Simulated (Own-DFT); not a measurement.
Simulation results for GaN (wurtzite, strained, atoms displaced)

Computed with Own-DFT development build. A calculation, not a measurement: plane-wave PBE density functional theory by an unreviewed code, no spin, of a simulated periodic cell, stress positive in tension, free energy of the whole cell less one offset for each atom, forces on such cells passed a denser k mesh, this cell's mesh not checked; offsets are fitted by least squares, one for each functional and potential file, so energies compare only between cells with the same atoms and settings and are not formation energies; the far tail of each file's local potential was reset to the Coulomb form; each entry is a single point on an unrelaxed cell, so the pressure reflects the starting lattice, mostly measured values (interpolated for alloys), from which strain is counted, and rises with the displacements; printed positions are rounded, which can move forces by about a meV/angstrom; the program, named Own-DFT, is a retired in-house code; no spin-orbit coupling.

Settings shared by all entries: functional PBE; potential files PseudoDojo norm-conserving, scalar-relativistic, standard set with the stringent files for Ga; wave cutoff 96 hartree; occupations Gaussian; smearing width 0.01 eV; k mesh 3 x 4 x 3 centred on Gamma.

(1) GaN (wurtzite, strained, atoms displaced)

```cif
# cell vector a (Å): 12.7560 0.0000 0.0000
# cell vector b (Å): -4.7835 8.2853 0.0000
# cell vector c (Å): 0.0000 0.0000 10.5256
data_GaN
_symmetry_space_group_name_H-M 'P 1'
_symmetry_Int_Tables_number 1
_cell_length_a 12.7560
_cell_length_b 9.5670
_cell_length_c 10.5256
_cell_angle_alpha 90.000
_cell_angle_beta 90.000
_cell_angle_gamma 120.000
_cell_volume 1112.42
loop_
_atom_site_label
_atom_site_type_symbol
_atom_site_fract_x
_atom_site_fract_y
_atom_site_fract_z
_atom_site_occupancy
Ga1 Ga 0.09010 0.23106 0.00287 1
Ga2 Ga 0.16311 0.11139 0.25565 1
N1 N 0.07348 0.21474 0.19059 1
N2 N 0.16288 0.10099 0.42666 1
Ga3 Ga 0.08362 0.23248 0.49914 1
Ga4 Ga 0.16354 0.12347 0.74640 1
N3 N 0.07316 0.22307 0.68497 1
N4 N 0.16732 0.10501 0.94397 1
Ga5 Ga 0.08507 0.56023 0.99454 1
Ga6 Ga 0.17015 0.44451 0.24085 1
N5 N 0.08603 0.55742 0.18031 1
N6 N 0.16642 0.44319 0.43857 1
Ga7 Ga 0.08986 0.56239 0.50393 1
Ga8 Ga 0.16513 0.43475 0.75694 1
N7 N 0.07895 0.55263 0.69966 1
N8 N 0.17080 0.44884 0.93618 1
Ga9 Ga 0.07802 0.89154 0.99306 1
Ga10 Ga 0.15961 0.77639 0.24439 1
N9 N 0.08345 0.88897 0.18679 1
N10 N 0.16627 0.77432 0.44212 1
Ga11 Ga 0.08022 0.88229 0.49903 1
Ga12 Ga 0.17371 0.78497 0.75051 1
N11 N 0.08052 0.89137 0.69058 1
N12 N 0.16062 0.77423 0.94046 1
Ga13 Ga 0.32958 0.22276 0.99987 1
Ga14 Ga 0.41735 0.10799 0.25617 1
N13 N 0.34045 0.22046 0.18964 1
N14 N 0.41580 0.12113 0.44361 1
Ga15 Ga 0.34065 0.21906 0.49965 1
Ga16 Ga 0.41457 0.11237 0.75048 1
N15 N 0.33344 0.22434 0.69712 1
N16 N 0.40512 0.10498 0.94131 1
Ga17 Ga 0.32477 0.55477 0.99867 1
Ga18 Ga 0.41738 0.44918 0.25606 1
N17 N 0.33251 0.55609 0.18201 1
N18 N 0.41632 0.44726 0.44431 1
Ga19 Ga 0.32963 0.54740 0.49338 1
Ga20 Ga 0.41805 0.43683 0.75124 1
N19 N 0.33775 0.55542 0.69131 1
N20 N 0.41468 0.44472 0.94340 1
Ga21 Ga 0.31912 0.87276 0.00022 1
Ga22 Ga 0.41186 0.76948 0.24830 1
N21 N 0.34065 0.88958 0.18277 1
N22 N 0.41568 0.77233 0.43919 1
Ga23 Ga 0.33897 0.89186 0.50568 1
Ga24 Ga 0.42395 0.79000 0.75211 1
N23 N 0.33105 0.88568 0.67713 1
N24 N 0.41537 0.77869 0.93456 1
Ga25 Ga 0.58641 0.22441 0.99748 1
Ga26 Ga 0.66961 0.11506 0.25182 1
N25 N 0.59028 0.23048 0.19742 1
N26 N 0.67026 0.11658 0.44169 1
Ga27 Ga 0.58201 0.21448 0.50162 1
Ga28 Ga 0.66515 0.10609 0.75557 1
N27 N 0.58319 0.22548 0.68149 1
N28 N 0.67518 0.11628 0.93828 1
Ga29 Ga 0.58698 0.55017 0.99767 1
Ga30 Ga 0.66914 0.44589 0.24669 1
N29 N 0.58742 0.54772 0.19251 1
N30 N 0.66564 0.45204 0.43796 1
Ga31 Ga 0.58197 0.55560 0.49889 1
Ga32 Ga 0.65972 0.44542 0.74549 1
N31 N 0.58272 0.55963 0.68903 1
N32 N 0.67087 0.44954 0.94032 1
Ga33 Ga 0.58495 0.89189 0.00049 1
Ga34 Ga 0.66082 0.77467 0.24900 1
N33 N 0.57818 0.88175 0.18179 1
N34 N 0.66724 0.76771 0.44219 1
Ga35 Ga 0.59162 0.88698 0.49274 1
Ga36 Ga 0.65987 0.77531 0.75036 1
N35 N 0.58491 0.88821 0.68801 1
N36 N 0.66225 0.77429 0.93180 1
Ga37 Ga 0.82961 0.21840 0.00279 1
Ga38 Ga 0.91172 0.10476 0.24742 1
N37 N 0.83599 0.21933 0.19155 1
N38 N 0.91836 0.11448 0.43389 1
Ga39 Ga 0.83567 0.22086 0.50353 1
Ga40 Ga 0.91437 0.11263 0.75007 1
N39 N 0.82628 0.22400 0.69623 1
N40 N 0.91462 0.11302 0.93976 1
Ga41 Ga 0.83824 0.55582 0.00050 1
Ga42 Ga 0.92110 0.45208 0.24009 1
N41 N 0.83216 0.55289 0.18776 1
N42 N 0.91207 0.42756 0.43733 1
Ga43 Ga 0.84105 0.55303 0.49727 1
Ga44 Ga 0.92121 0.45257 0.75230 1
N43 N 0.83932 0.55573 0.69120 1
N44 N 0.90362 0.43440 0.94122 1
Ga45 Ga 0.83089 0.88144 0.01075 1
Ga46 Ga 0.91846 0.78422 0.24194 1
N45 N 0.83009 0.88423 0.18711 1
N46 N 0.92146 0.77307 0.44148 1
Ga47 Ga 0.83038 0.88679 0.49889 1
Ga48 Ga 0.92031 0.78090 0.75424 1
N47 N 0.83316 0.89782 0.68241 1
N48 N 0.92115 0.77319 0.94276 1
```

The calculation gives: free energy of cell above offsets -4.702 eV; pressure 4.3 GPa; stress xx -6.39 GPa; stress yy -5.71 GPa; stress zz -0.79 GPa; stress yz 0.15 GPa; stress xz -0.01 GPa; stress xy 0.38 GPa.

Force:
| element | x (eV/Å) | y (eV/Å) | z (eV/Å) |
| --- | --- | --- | --- |
| Ga | -0.966 | -1.698 | 0.03 |
| Ga | 0.991 | 0.172 | -2.347 |
| N | 1.588 | 1.169 | -0.708 |
| N | 0.143 | 1.214 | 3.628 |
| Ga | 0.536 | -1.999 | -0.474 |
| Ga | 0.734 | -1.433 | 0.518 |
| N | 1.418 | 0.336 | -0.002 |
| N | -1.536 | 1.645 | -1.413 |
| Ga | -1.162 | -1.668 | 0.056 |
| Ga | -1.239 | -0.61 | 1.246 |
| N | 0.232 | -0.088 | 0.276 |
| N | -0.252 | 0.787 | -1.142 |
| Ga | -0.829 | -1.507 | 0.353 |
| Ga | 0.102 | 1.858 | -1.651 |
| N | 2.135 | 1.068 | -1.174 |
| N | -1.564 | -0.965 | 0.518 |
| Ga | 1.652 | -0.068 | 1.559 |
| Ga | 1.696 | 0.341 | 0.987 |
| N | -0.504 | 0.481 | -0.741 |
| N | 0.453 | 0.824 | -0.987 |
| Ga | 0.489 | 0.963 | 0.575 |
| Ga | -1.31 | -0.752 | -0.093 |
| N | 1.219 | 0.813 | -0.17 |
| N | -0.299 | 0.468 | -1.121 |
| Ga | 0.923 | 0.299 | 1.008 |
| Ga | 0.305 | 0.324 | -0.853 |
| N | -1.744 | 0.511 | 0.249 |
| N | 3.19 | -2.711 | -1.28 |
| Ga | -4.079 | 1.44 | 1.121 |
| Ga | 0.557 | -0.42 | 0.554 |
| N | -0.521 | -1.051 | -1.754 |
| N | 1.861 | -0.061 | -0.712 |
| Ga | 2.987 | 1.094 | -0.395 |
| Ga | 0.926 | -1.118 | -0.915 |
| N | 0.447 | -0.672 | 0.563 |
| N | 0.438 | -0.906 | -0.988 |
| Ga | -0.184 | 1.09 | 2.165 |
| Ga | -1.017 | 1.939 | 0.786 |
| N | -0.842 | -0.183 | -0.342 |
| N | 0.125 | 0.099 | -0.47 |
| Ga | 1.637 | 2.093 | 0.155 |
| Ga | 0.06 | 1.079 | 0.531 |
| N | -1.48 | -0.348 | 1.012 |
| N | 0.395 | 0.704 | -0.623 |
| Ga | -0.464 | -0.457 | -2.613 |
| Ga | -0.485 | -1.822 | -0.698 |
| N | 0.528 | 0.812 | 2.914 |
| N | -0.196 | 0.21 | 0.58 |
| Ga | -0.832 | -0.524 | 0.734 |
| Ga | 0.012 | -0.307 | 0.091 |
| N | -0.351 | -1.8 | -1.395 |
| N | 0.156 | -1.453 | -0.705 |
| Ga | -0.099 | 1.865 | -0.654 |
| Ga | -0.386 | 0.758 | -0.849 |
| N | -0.241 | -0.822 | 1.72 |
| N | -2.367 | -1.32 | 0.127 |
| Ga | -1.774 | 0.564 | 0.832 |
| Ga | 0.519 | 0.053 | 1.869 |
| N | -2.154 | 1.495 | -0.985 |
| N | 1.312 | -1.161 | 0.148 |
| Ga | 0.493 | -0.878 | 0.827 |
| Ga | 2.069 | 0.298 | 0.296 |
| N | -0.035 | -0.537 | -0.492 |
| N | 0.234 | -0.905 | -0.951 |
| Ga | -0.311 | -0.505 | -0.626 |
| Ga | 0.656 | -0.681 | 0.126 |
| N | 0.366 | 0.718 | 1.271 |
| N | -0.605 | 1.473 | -1.565 |
| Ga | -1.497 | 0.272 | 0.97 |
| Ga | 1.498 | 0.588 | -0.202 |
| N | -0.587 | 0.649 | -0.77 |
| N | 0.735 | 0.196 | 1.454 |
| Ga | 1.473 | 0.537 | 0.577 |
| Ga | -0.084 | 0.338 | 0.838 |
| N | -0.981 | 0.465 | -0.747 |
| N | -0.01 | -1.029 | 0.351 |
| Ga | -0.238 | -0.57 | 0.819 |
| Ga | -1.332 | -0.379 | 0.719 |
| N | 1.369 | 0.279 | -1.05 |
| N | 1.219 | -0.508 | 0.165 |
| Ga | -1.044 | -0.211 | 0.355 |
| Ga | 0.139 | -1.394 | 1.412 |
| N | 0.408 | 1.088 | -0.325 |
| N | 0.728 | 2.6 | -0.756 |
| Ga | -1.251 | -0.508 | 0.552 |
| Ga | -1.252 | -1.798 | 0.735 |
| N | -1.751 | 0.587 | -0.478 |
| N | 2.463 | 0.847 | -0.347 |
| Ga | -0.378 | 0.671 | -2.769 |
| Ga | 0.467 | -1.309 | 1.638 |
| N | -0.517 | 0.027 | 1.022 |
| N | -1.668 | 0.212 | -1.386 |
| Ga | 1.63 | 0.379 | 0.121 |
| Ga | -1.297 | -0.492 | -0.726 |
| N | 0.264 | -1.305 | 0.988 |
| N | -2.261 | 0.14 | -0.697 |

(2) GaN (wurtzite, strained, atoms displaced)

```cif
# cell vector a (Å): 12.7560 0.0000 0.0000
# cell vector b (Å): -4.7835 8.2853 0.0000
# cell vector c (Å): 0.0000 0.0000 10.5256
data_GaN
_symmetry_space_group_name_H-M 'P 1'
_symmetry_Int_Tables_number 1
_cell_length_a 12.7560
_cell_length_b 9.5670
_cell_length_c 10.5256
_cell_angle_alpha 90.000
_cell_angle_beta 90.000
_cell_angle_gamma 120.000
_cell_volume 1112.42
loop_
_atom_site_label
_atom_site_type_symbol
_atom_site_fract_x
_atom_site_fract_y
_atom_site_fract_z
_atom_site_occupancy
Ga1 Ga 0.08463 0.22249 0.99974 1
Ga2 Ga 0.15565 0.10070 0.24514 1
N1 N 0.08278 0.22509 0.19665 1
N2 N 0.16557 0.11193 0.44131 1
Ga3 Ga 0.08247 0.23059 0.49428 1
Ga4 Ga 0.16100 0.10697 0.75961 1
N3 N 0.07958 0.22353 0.68464 1
N4 N 0.16205 0.10860 0.94015 1
Ga5 Ga 0.08360 0.56039 0.00121 1
Ga6 Ga 0.17872 0.44606 0.24975 1
N5 N 0.08484 0.55106 0.19068 1
N6 N 0.16648 0.44149 0.44232 1
Ga7 Ga 0.09311 0.56148 0.50184 1
Ga8 Ga 0.17347 0.45010 0.74576 1
N7 N 0.08248 0.55437 0.69155 1
N8 N 0.17317 0.43598 0.93393 1
Ga9 Ga 0.08794 0.88918 0.99388 1
Ga10 Ga 0.16072 0.77192 0.25152 1
N9 N 0.08570 0.89601 0.19550 1
N10 N 0.16329 0.78039 0.43439 1
Ga11 Ga 0.08394 0.89630 0.50054 1
Ga12 Ga 0.16364 0.78394 0.75352 1
N11 N 0.08928 0.89761 0.69328 1
N12 N 0.17180 0.77967 0.94357 1
Ga13 Ga 0.33007 0.22057 0.99352 1
Ga14 Ga 0.40940 0.10860 0.25496 1
N13 N 0.32996 0.21881 0.17999 1
N14 N 0.41532 0.10423 0.43228 1
Ga15 Ga 0.33568 0.22563 0.50892 1
Ga16 Ga 0.41717 0.11319 0.74454 1
N15 N 0.32984 0.22443 0.68394 1
N16 N 0.40927 0.09488 0.92755 1
Ga17 Ga 0.31906 0.55153 0.99561 1
Ga18 Ga 0.42303 0.45442 0.25187 1
N17 N 0.33119 0.56012 0.18836 1
N18 N 0.41874 0.43464 0.44838 1
Ga19 Ga 0.33793 0.56482 0.50026 1
Ga20 Ga 0.41567 0.44881 0.74288 1
N19 N 0.33639 0.55280 0.68286 1
N20 N 0.41643 0.45170 0.93669 1
Ga21 Ga 0.33318 0.88939 0.00397 1
Ga22 Ga 0.41926 0.77791 0.25143 1
N21 N 0.33273 0.89598 0.18840 1
N22 N 0.41573 0.77438 0.44448 1
Ga23 Ga 0.32826 0.88533 0.49661 1
Ga24 Ga 0.42654 0.77755 0.75386 1
N23 N 0.32892 0.88985 0.67653 1
N24 N 0.41373 0.77240 0.93011 1
Ga25 Ga 0.58349 0.22192 0.99668 1
Ga26 Ga 0.66327 0.10637 0.25581 1
N25 N 0.58746 0.21985 0.18764 1
N26 N 0.66695 0.11215 0.43050 1
Ga27 Ga 0.58044 0.21444 0.50144 1
Ga28 Ga 0.66292 0.09849 0.74408 1
N27 N 0.58036 0.20815 0.69323 1
N28 N 0.67333 0.12592 0.94038 1
Ga29 Ga 0.58447 0.55343 0.00331 1
Ga30 Ga 0.66149 0.43257 0.25317 1
N29 N 0.58714 0.54766 0.18450 1
N30 N 0.67351 0.44935 0.44280 1
Ga31 Ga 0.58187 0.56023 0.50250 1
Ga32 Ga 0.66155 0.44377 0.74446 1
N31 N 0.58758 0.55576 0.69352 1
N32 N 0.66185 0.44006 0.93613 1
Ga33 Ga 0.58500 0.88737 0.99248 1
Ga34 Ga 0.66393 0.76997 0.25158 1
N33 N 0.58245 0.88926 0.19628 1
N34 N 0.66254 0.77927 0.43743 1
Ga35 Ga 0.58873 0.88786 0.50499 1
Ga36 Ga 0.66821 0.78729 0.74195 1
N35 N 0.57932 0.88313 0.68720 1
N36 N 0.67073 0.78444 0.93162 1
Ga37 Ga 0.82948 0.22725 0.99850 1
Ga38 Ga 0.91303 0.10995 0.24928 1
N37 N 0.83154 0.22756 0.18961 1
N38 N 0.92502 0.11628 0.43631 1
Ga39 Ga 0.83617 0.21833 0.50199 1
Ga40 Ga 0.92099 0.11689 0.75035 1
N39 N 0.83109 0.22356 0.69155 1
N40 N 0.91355 0.11252 0.94039 1
Ga41 Ga 0.83390 0.55829 0.00403 1
Ga42 Ga 0.91958 0.44515 0.24931 1
N41 N 0.83645 0.55122 0.19925 1
N42 N 0.92234 0.45647 0.43491 1
Ga43 Ga 0.83512 0.55489 0.50431 1
Ga44 Ga 0.91811 0.44540 0.74957 1
N43 N 0.83260 0.54913 0.68579 1
N44 N 0.91826 0.44158 0.93915 1
Ga45 Ga 0.83151 0.89303 0.00249 1
Ga46 Ga 0.91916 0.78048 0.25037 1
N45 N 0.84094 0.88945 0.19918 1
N46 N 0.91325 0.76581 0.43482 1
Ga47 Ga 0.83294 0.89270 0.50615 1
Ga48 Ga 0.91189 0.77596 0.75464 1
N47 N 0.83233 0.88888 0.68736 1
N48 N 0.92173 0.77950 0.93128 1
```

Results for GaN (wurtzite, strained, atoms displaced): free energy of cell above offsets -4.868 eV; pressure 4.26 GPa; stress xx -5.31 GPa; stress yy -6.25 GPa; stress zz -1.23 GPa; stress yz 0.34 GPa; stress xz -0.34 GPa; stress xy -0.35 GPa.

Force:
| element | x (eV/Å) | y (eV/Å) | z (eV/Å) |
| --- | --- | --- | --- |
| Ga | -1.118 | -0.334 | 0.995 |
| Ga | 1.261 | 3.002 | 1.66 |
| N | -0.065 | -0.147 | -1.48 |
| N | 0.173 | 0.738 | -0.648 |
| Ga | 1.799 | -1.285 | 1.218 |
| Ga | 0.011 | 1.471 | -1.676 |
| N | 1.008 | 0.31 | 0.387 |
| N | 0.418 | 0.063 | 0.017 |
| Ga | 0.476 | -1.121 | 0.278 |
| Ga | -2.721 | -0.853 | 1.165 |
| N | 0.478 | 0.38 | -0.728 |
| N | 0.867 | 1.909 | -0.979 |
| Ga | -1.725 | -0.204 | -0.144 |
| Ga | -0.734 | -0.745 | 0.13 |
| N | 0.519 | 0.751 | -0.161 |
| N | -3.683 | -0.467 | -0.906 |
| Ga | -0.699 | -0.213 | 1.49 |
| Ga | 0.532 | 0.516 | -0.267 |
| N | 0.166 | -2.86 | -2.267 |
| N | 0.478 | -0.218 | 0.545 |
| Ga | -0.289 | -0.817 | 0.148 |
| Ga | 1.69 | -0.677 | -0.428 |
| N | -1.566 | -1.17 | -0.637 |
| N | -0.658 | -0.509 | -0.854 |
| Ga | 1.007 | 0.583 | 0.341 |
| Ga | 0.542 | 0.947 | -1.429 |
| N | -0.287 | 0.847 | 0.861 |
| N | -0.263 | 0.817 | 1.535 |
| Ga | -0.473 | -2.025 | -1.786 |
| Ga | -0.837 | -1.117 | 0.034 |
| N | 0.356 | -0.137 | 2.09 |
| N | -0.002 | 1.987 | 0.825 |
| Ga | 4.067 | 1.63 | 1.269 |
| Ga | -0.418 | -1.862 | -0.235 |
| N | 2.142 | 0.538 | -0.723 |
| N | -0.977 | 2.143 | -1.891 |
| Ga | 0.079 | -2.089 | 0.029 |
| Ga | 1.215 | -0.865 | 1.492 |
| N | -0.805 | 1.342 | 0.276 |
| N | 0.185 | -0.553 | -0.129 |
| Ga | 0.842 | -0.047 | 0.014 |
| Ga | -1.219 | 0.644 | 0.418 |
| N | 0.565 | -1.562 | 0.126 |
| N | 0.418 | 1.323 | -1.207 |
| Ga | 0.15 | 0.147 | -0.124 |
| Ga | -3.397 | -0.793 | -1.2 |
| N | 0.743 | -0.462 | 1.766 |
| N | 0.161 | 0.619 | 1.691 |
| Ga | -1.004 | -0.393 | 0.609 |
| Ga | 0.466 | 0.83 | -1.705 |
| N | -1.403 | -0.542 | -0.329 |
| N | 0.604 | -0.532 | 2.854 |
| Ga | -0.025 | 0.833 | -0.182 |
| Ga | 0.199 | 2.011 | 1.541 |
| N | -0.208 | 1.412 | -1.249 |
| N | -0.825 | -2.764 | -1.435 |
| Ga | -0.783 | 0.114 | -1.452 |
| Ga | 1.348 | 0.623 | 0.631 |
| N | -0.896 | 1.012 | 0.888 |
| N | -1.686 | -1.103 | -0.178 |
| Ga | 1.615 | -0.728 | 0.23 |
| Ga | 2.035 | -1.082 | 0.964 |
| N | -1.765 | 1.12 | -1.245 |
| N | 0.639 | 0.845 | -0.126 |
| Ga | -0.717 | 0.716 | 1.22 |
| Ga | 0.472 | 0.773 | -0.276 |
| N | 0.914 | -0.849 | -1.67 |
| N | 1.291 | -0.313 | 0.25 |
| Ga | -2.008 | 0.786 | -1.384 |
| Ga | 1.234 | -1.611 | 1.398 |
| N | 1.018 | 0.632 | -0.615 |
| N | -0.02 | -0.768 | 0.466 |
| Ga | 1.546 | -0.09 | 1.263 |
| Ga | -0.136 | 1.009 | 0.098 |
| N | 0.494 | -1.222 | -0.317 |
| N | -1.952 | -1.315 | 0.074 |
| Ga | -0.564 | 1.501 | -0.618 |
| Ga | -0.749 | -0.235 | 0.458 |
| N | 0.388 | -0.863 | -0.691 |
| N | 0.606 | 0.229 | -0.155 |
| Ga | 0.043 | -0.578 | 0.152 |
| Ga | 0.313 | -0.327 | 0.9 |
| N | -1.396 | 0.948 | -1.938 |
| N | 0.988 | -1.537 | 0.971 |
| Ga | 0.474 | -0.139 | -0.681 |
| Ga | -0.269 | -0.163 | 0.399 |
| N | -0.597 | 0.783 | 1.041 |
| N | -0.35 | 1.307 | -0.329 |
| Ga | 0.955 | -0.087 | 0.242 |
| Ga | 0.749 | -1.39 | 0.796 |
| N | -2.248 | -0.178 | -1.83 |
| N | -0.535 | 2.197 | 1.141 |
| Ga | 1.248 | -0.543 | -1.692 |
| Ga | 0.816 | -0.354 | -1.613 |
| N | 0.095 | 0.564 | 0.269 |
| N | -0.829 | -0.109 | 1.951 |
